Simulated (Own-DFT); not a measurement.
## Calculated data, GaP (zincblende, strongly disordered by large displacements)

All values are calculated (Own-DFT development build). A calculation, not a measurement: plane-wave PBE density functional theory by an unreviewed code, no spin, of a simulated periodic cell, stress positive in tension, free energy of the whole cell less one offset for each atom, forces on such cells passed a denser k mesh, this cell's mesh not checked; broken bonds can close the gap or carry spin, so checks made on this kind of crystal may not hold here; offsets are fitted by least squares, one for each functional and potential file, so energies compare only between cells with the same atoms and settings and are not formation energies; the far tail of each file's local potential was reset to the Coulomb form; each entry is a single point on an unrelaxed cell, so the pressure reflects the starting lattice, mostly measured values (interpolated for alloys), from which strain is counted, and rises with the displacements; printed positions are rounded, which can move forces by about a meV/angstrom; the program, named Own-DFT, is a retired in-house code; no spin-orbit coupling.

Settings shared by all entries: functional PBE; potential files PseudoDojo norm-conserving, scalar-relativistic, standard set; wave cutoff 42 hartree; occupations Fermi-Dirac; smearing width 0.1 eV; hardware one NVIDIA H100; k mesh 3 x 3 x 3 centred on Gamma.

(1) 
```xyz
64
Lattice="10.9010 0.0000 0.0000 0.0000 10.9010 0.0000 0.0000 0.0000 10.9010" Properties=species:S:1:pos:R:3:force_x:R:1:force_y:R:1:force_z:R:1 formula=GaP free_energy_of_cell_above_offsets=3.233 pressure=11.09 stress_xx=-9.21 stress_yy=-11.72 stress_zz=-12.35 stress_yz=-3.18 stress_xz=0.51 stress_xy=-0.29 wall_time=554.5
Ga    10.6645     0.2752     0.4472         10      5.822     -4.528
Ga     0.4205     2.5638     2.8408     -0.534      0.729     -1.886
Ga     3.1747    10.8056     2.5000     -3.274      1.445      2.991
Ga     2.3771     2.7864    10.8671       3.51       7.14     -6.084
P      1.9314     1.3751     1.1170     -5.129     -7.053      6.809
P      1.3861     4.1683     4.2148      2.289     -1.442     -1.395
P      4.0828     1.6101     3.8681      1.364     -3.046     -6.279
P      3.6690     4.3316     1.4711      5.959     -7.609     -7.211
Ga     0.1628     0.3450     5.0309      0.167     -1.872      2.272
Ga     0.1884     2.8429     8.0003      -0.68     -1.167      0.139
Ga     2.7892     0.2527     8.1122      0.435     -3.197      0.429
Ga     3.1566     2.5747     5.2677     -5.178      4.872      6.937
P      1.4683     1.2845     6.7798     -0.985      1.879     -2.421
P      1.5054     4.1334     9.2232     -0.812      0.976       1.99
P      4.1355     1.1998     9.5270      1.448      1.783      1.753
P      4.0799     4.2233     7.1409      4.461     -5.189     -5.341
Ga     0.0075     5.5194     0.1797     -3.934     -4.308     -4.167
Ga    10.4514     8.2337     2.8237      1.663       0.45     -1.159
Ga     2.8264     5.4737     2.6961     -5.333      5.194      5.546
Ga     2.5708     8.2298    10.8222     -0.163     -0.003      0.846
P      1.2420     6.6104     1.2883      2.867      4.844      3.631
P      1.3051     9.5538     3.9991      0.869     -0.078     -0.989
P      4.0792     6.6717     4.0786     -0.711      3.895     -0.459
P      4.1987     9.6289     1.1951      2.361      -4.22     -1.035
Ga    10.7967     5.0146     5.5064      0.702      3.978     -0.662
Ga    10.8874     7.6788     8.2694     -0.461      1.734      0.053
Ga     3.1119     5.5319     8.2247     -6.134      1.777     -0.469
Ga     2.7366     8.4037     5.6580     -0.722     -0.687     -1.793
P      1.4453     6.8027     6.6147     -0.895     -1.702      1.237
P      1.3840     9.7275     9.6211     -1.464     -0.353     -0.568
P      3.9269     6.7357     9.6394      2.179      2.533      2.832
P      4.1604     9.5752     6.8181      1.186      1.123      0.687
Ga     5.8624    10.7838     0.1315     -3.814     -4.333      -4.26
Ga     5.6677     2.6521     2.4651     -3.127      3.604      1.884
Ga     8.2150     0.0586     2.8408       1.47      2.511     -2.255
Ga     8.5253     2.5092    10.8237     -8.153      3.037      1.969
P      6.5538     1.3889     1.1643      6.008      2.161      1.007
P      6.5124     3.8111     4.1756      1.681      1.587      0.594
P      9.5430     1.6386     4.0791      1.313     -1.544     -3.315
P      9.4534     3.7912     1.0746      3.954      4.759      5.597
Ga     5.6269     0.6196     4.8698      1.504     -3.197      2.065
Ga     5.6180     2.7360     8.4603     -1.501     -1.014      -1.45
Ga     8.2155     0.0203     8.1304       0.55     -1.689       0.82
Ga     8.2388     2.4133     5.4927     -2.528      2.526      1.953
P      6.8076     1.0810     6.7168     -0.497      2.135        1.2
P      6.7960     4.2304     9.6551      0.507     -3.273      1.103
P      9.4890     1.2845     9.7814       4.13     -4.802     -8.268
P      9.4627     4.0097     6.7860     -2.057     -1.656      1.713
Ga     5.2769     5.2166    10.8134     -1.584       1.68      2.113
Ga     5.8028     8.2147     3.0454     -3.404     -2.289     -2.789
Ga     7.7095     5.7065     2.8173       4.56       -6.9      6.319
Ga     8.1685     8.2513     0.1425     -0.808     -1.199     -1.111
P      6.7244     6.5368     1.4763     -5.171      5.973     -7.679
P      7.0123     9.6763     3.9903     -2.646      2.441      0.531
P      9.2030     6.7466     3.9924      1.351      0.411      2.212
P      9.4518     9.9821     1.1465     -6.803     -8.821      5.743
Ga     5.2510     5.6754     5.5290      0.247     -3.257      1.093
Ga     5.3703     8.0068     8.3917     -1.158      -0.66     -2.794
Ga     7.9432     5.1840     8.1756      1.017      2.041     -3.077
Ga     7.8709     8.3815     5.3578      3.933     -1.309      3.002
P      6.7991     6.8287     6.5481      0.107     -0.039      2.991
P      6.6700     9.3339     9.4547      3.013      1.915      1.401
P      9.1097     6.4215     9.6441      2.761      2.359       0.71
P      9.6478     9.7084     6.7924      0.097     -1.406     -0.725
```

Units: free_energy_of_cell_above_offsets in eV; pressure, stress_xx, stress_yy, stress_zz, stress_yz, stress_xz, stress_xy in GPa; wall_time in s; force_x, force_y, force_z in eV/Å.

(2) 
```xyz
64
Lattice="10.9010 0.0000 0.0000 0.0000 10.9010 0.0000 0.0000 0.0000 10.9010" Properties=species:S:1:pos:R:3:force_x:R:1:force_y:R:1:force_z:R:1 formula=GaP free_energy_of_cell_above_offsets=-1.673 pressure=10.2 stress_xx=-9.96 stress_yy=-9.29 stress_zz=-11.35 stress_yz=2.79 stress_xz=-2.11 stress_xy=-1.41 wall_time=558.2
Ga    10.6744     0.2350    10.8398      4.423     -1.667      0.869
Ga    10.7512     2.9318     2.6775      1.079     -2.624      0.123
Ga     2.3929    10.8713     2.3390      3.035      -0.81      3.017
Ga     2.6589     2.8683    10.4172      4.236     -5.143       6.04
P      1.4767     1.2857     1.1213     -2.923      4.978      -2.55
P      1.2120     4.0072     3.9869       2.46      0.822      1.991
P      4.0256     1.1129     4.0273     -0.118      0.686     -0.851
P      4.3080     4.0587     1.2774     -2.388     -2.294      -1.68
Ga    10.7536     0.1104     5.5762      3.367     -1.585       1.36
Ga     0.1212     2.9321     8.3193      1.046     -0.573     -1.961
Ga     2.7402    10.7913     8.3483      -0.04      0.107      0.652
Ga     2.5112     2.2320     5.3248      1.502      2.903     -2.007
P      1.5350     1.3988     7.0124     -2.422     -1.236      1.467
P      1.5337     4.1206     9.5310     -5.232      7.159     -3.017
P      4.2667     1.5974     9.7032     -0.761     -0.659     -3.277
P      4.2844     4.1231     6.8666     -1.723     -0.693      0.301
Ga     0.0158     5.6240     0.0268     -1.787     -3.868     -2.446
Ga    10.8501     8.1947     2.5525     -0.225      1.203      1.265
Ga     3.0681     5.2717     2.4666     -3.317      2.364      2.811
Ga     2.5455     8.3327     0.1167      0.422     -1.962      0.874
P      1.0581     6.5259     1.4596      5.192      2.939      3.115
P      1.5520     9.7480     3.9771     -3.278     -1.188      1.334
P      4.1675     6.8939     3.8769     -1.858     -2.214      1.997
P      3.8480     9.6717     1.3082      3.335     -1.066     -0.358
Ga    10.7116     5.2957     5.7715      0.813      1.321     -2.279
Ga     0.1402     7.7608     8.4820       2.77      3.868     -4.159
Ga     2.3936     5.7943     8.1497      6.758     -5.447      5.603
Ga     2.5359     8.2392     5.3294      2.245      0.154     -1.107
P      1.5987     6.9350     6.8676     -5.937      2.988      -5.52
P      1.1865     9.3736     9.6864     -0.726      2.548      -1.08
P      3.9610     7.2463     9.5028      -0.36     -3.123      0.787
P      4.0646     9.4671     6.8947     -1.966     -0.384     -0.093
Ga     5.4440     0.1887    10.7540      0.289     -3.367      1.561
Ga     5.3639     2.8213     2.6519     -0.687     -3.121      1.367
Ga     8.1315     0.0499     2.6030     -0.847      0.182      3.149
Ga     8.2283     2.5496    10.7934     -0.455      0.664       0.47
P      6.5085     1.2052     1.5603      1.769      1.001     -1.454
P      6.6824     3.7452     4.0910      2.716      1.196      0.154
P      9.7883     1.3198     4.2014     -3.573      2.647     -3.069
P      9.5385     4.1023     1.3321     -1.446     -0.175     -2.257
Ga     5.2370    10.8221     5.7034      1.555      0.921     -3.161
Ga     5.6418     2.4065     8.0263     -1.549      2.646      0.727
Ga     8.2799     0.1094     7.9242      0.103     -0.938      0.063
Ga     8.3002     2.8711     5.5887      -3.22      -4.02     -7.464
P      6.8233     1.5134     6.4541      0.197     -3.302      1.026
P      6.7878     4.1264     9.3445     -5.164     -5.393       5.56
P      9.9330     1.4207     9.3860     -4.808       1.02     -2.139
P      9.3801     3.7058     6.9145      4.784      5.496      5.903
Ga     5.3364     5.3244    10.8732      2.197       3.88     -2.405
Ga     5.5618     8.1883     2.8683      -4.09     -2.786     -5.406
Ga     8.0597     5.1064     2.7391      0.151      2.083      0.625
Ga     8.2057     8.1207     0.0668     -0.375       1.11      0.169
P      6.8502     6.8343     1.4986     -0.061     -1.427     -1.241
P      6.6851     9.3495     3.8962      5.265      5.907       6.01
P      9.4804     6.9422     4.0488     -0.732      -1.32      1.105
P      9.4863    10.0287     1.2236     -0.743     -5.096      0.861
Ga     5.5118     5.1923     5.2765     -1.021      2.142      0.926
Ga     5.4707     8.4031     8.2158     -3.408     -5.589      -5.35
Ga     8.0439     5.1483     8.3457      5.691      5.571     -4.743
Ga     8.0247     8.1735     5.8510      0.483      0.982     -4.442
P      6.9510     6.6541     6.7492      -2.61     -2.103      2.157
P      6.5509     9.3186     9.4865      6.597      5.666      5.692
P      9.6776     6.8473     9.6061     -5.473     -2.899      1.284
P      9.6728     9.3314     6.5445      0.842       0.92      3.098
```

Units: free_energy_of_cell_above_offsets in eV; pressure, stress_xx, stress_yy, stress_zz, stress_yz, stress_xz, stress_xy in GPa; wall_time in s; force_x, force_y, force_z in eV/Å.

(3) 
```xyz
64
Lattice="10.9010 0.0000 0.0000 0.0000 10.9010 0.0000 0.0000 0.0000 10.9010" Properties=species:S:1:pos:R:3:force_x:R:1:force_y:R:1:force_z:R:1 formula=GaP free_energy_of_cell_above_offsets=1.855 pressure=11.51 stress_xx=-11.35 stress_yy=-11.46 stress_zz=-11.72 stress_yz=0.87 stress_xz=0.81 stress_xy=2.2 wall_time=558.9
Ga     0.1606     0.1899     0.0772      -0.74     -2.231      0.088
Ga    10.8817     2.4783     3.1910      6.024      5.109     -6.596
Ga     2.9272     0.0937     2.6878      0.034     -1.285      0.759
Ga     2.5428     2.7275    10.3689      1.972     -1.058      3.478
P      1.4869     1.2192     1.4726     -0.542      2.262     -0.123
P      1.6206     3.8667     4.1634     -2.109      3.173     -2.078
P      3.8362     1.6006     4.0885      2.699      -1.25      0.645
P      4.1812     3.9198     1.2713     -0.745      1.468     -1.144
Ga    10.8860     0.1160     5.4403      1.515     -1.257      1.345
Ga    10.8419     2.8398     7.9222      0.257     -2.195      5.381
Ga     3.0050     0.1694     8.4501     -1.485     -2.078     -4.192
Ga     2.3474     2.4978     5.5632       5.04      2.122     -2.588
P      1.3839     1.6199     6.9956     -1.252     -6.581      3.324
P      1.1010     4.0391     9.6457     -0.927      2.061     -2.548
P      4.2108     1.3547     9.6255      0.568      0.216      3.444
P      3.8775     4.0737     7.0356      0.224     -1.797     -0.237
Ga    10.6969     5.5945    10.8010     -0.202     -0.267      0.164
Ga     0.1450     8.3383     2.8485     -3.046     -2.799     -2.532
Ga     2.7147     5.3293     2.4990      2.754     -2.041      2.613
Ga     2.8224     8.2526     0.1586     -1.795     -1.321     -1.521
P      1.4602     6.4168     1.2657     -2.132      4.588     -1.533
P      1.5513     9.3873     4.0024     -2.562      7.511     -1.508
P      4.0439     7.1997     4.3397      6.563     -6.436     -3.705
P      4.1347     9.4051     1.4712     -0.327      2.534     -0.669
Ga     0.1436     5.2510     5.5326      0.525     -3.699     -8.793
Ga     0.0846     8.3850     8.3028     -2.128      -0.96      -1.25
Ga     2.6427     5.7083     7.9424     -1.133      0.118      1.768
Ga     2.5244     8.0872     5.0627     -2.562     -0.876      7.851
P      0.5935     6.4573     6.9333       4.69      7.029      6.653
P      1.5014     9.7143     9.3804      0.271     -1.036      2.774
P      4.1832     6.7100     9.8485     -4.192      2.957     -3.796
P      4.3018     9.7238     6.8495     -5.513     -6.052      5.644
Ga     5.6117    10.7673     0.2073     -2.966     -4.883     -4.104
Ga     5.4989     2.5707     2.4998      -1.89      2.582      4.083
Ga     8.1379     0.0408     2.6149     -0.881     -0.182      0.655
Ga     7.9630     3.0457    10.8145      4.615      -3.97      3.342
P      6.4466     1.3496     1.1551      6.833      2.884      1.882
P      6.9512     3.9364     4.1956     -2.861       1.67     -2.001
P      9.6325     1.4843     4.2259      -5.15     -5.907       1.53
P      9.6381     4.0698     1.2794     -1.118     -1.077      1.265
Ga     5.2788    10.8903     5.7075      4.357      5.488     -5.678
Ga     5.3593     2.5621     8.3004      1.133      1.893     -1.997
Ga     8.2899    10.7541     8.0012     -3.944       5.45      4.856
Ga     8.1231     2.5299     5.2719      0.066          1      3.446
P      6.9697     1.5098     6.9596     -0.881     -1.024     -0.597
P      6.7139     3.9915     9.5672     -2.905      2.134     -3.377
P      9.7356     1.1134     9.5103     -2.013      2.848     -1.307
P      9.8440     4.1495     6.7865     -7.546      0.315     -0.396
Ga     5.5945     5.5845    10.7335      1.983     -3.328      3.712
Ga     5.5145     8.1607     2.5267     -0.879     -1.118      1.816
Ga     8.2498     5.3337     2.7901      0.117      0.021     -0.708
Ga     7.9946     8.1713    10.7658     -1.335      2.204      2.856
P      6.7652     6.8135     1.4369       1.69     -1.629     -0.944
P      6.4828     9.3554     4.0719      1.975      2.687      0.922
P      9.8551     6.4427     4.0207     -1.484      2.569     -0.117
P      9.3563     9.5058     1.3089      2.168     -0.121       0.21
Ga     5.0938     5.0924     5.4959      1.501      1.785     -1.136
Ga     5.4571     7.7234     8.2036     -2.023      3.818      1.924
Ga     7.8461     5.3632     8.1610      2.502      -0.35     -0.367
Ga     7.8438     8.0158     5.3761       2.88      1.014     -1.326
P      6.8240     6.8796     6.9022      0.015     -3.003     -1.839
P      7.0007     9.7538     9.4782     -2.595     -1.692      0.735
P      9.0856     6.8333     9.6401      3.715     -1.909     -2.677
P      9.4774     9.7897     6.8702      5.182     -6.098     -5.778
```

Units: free_energy_of_cell_above_offsets in eV; pressure, stress_xx, stress_yy, stress_zz, stress_yz, stress_xz, stress_xy in GPa; wall_time in s; force_x, force_y, force_z in eV/Å.
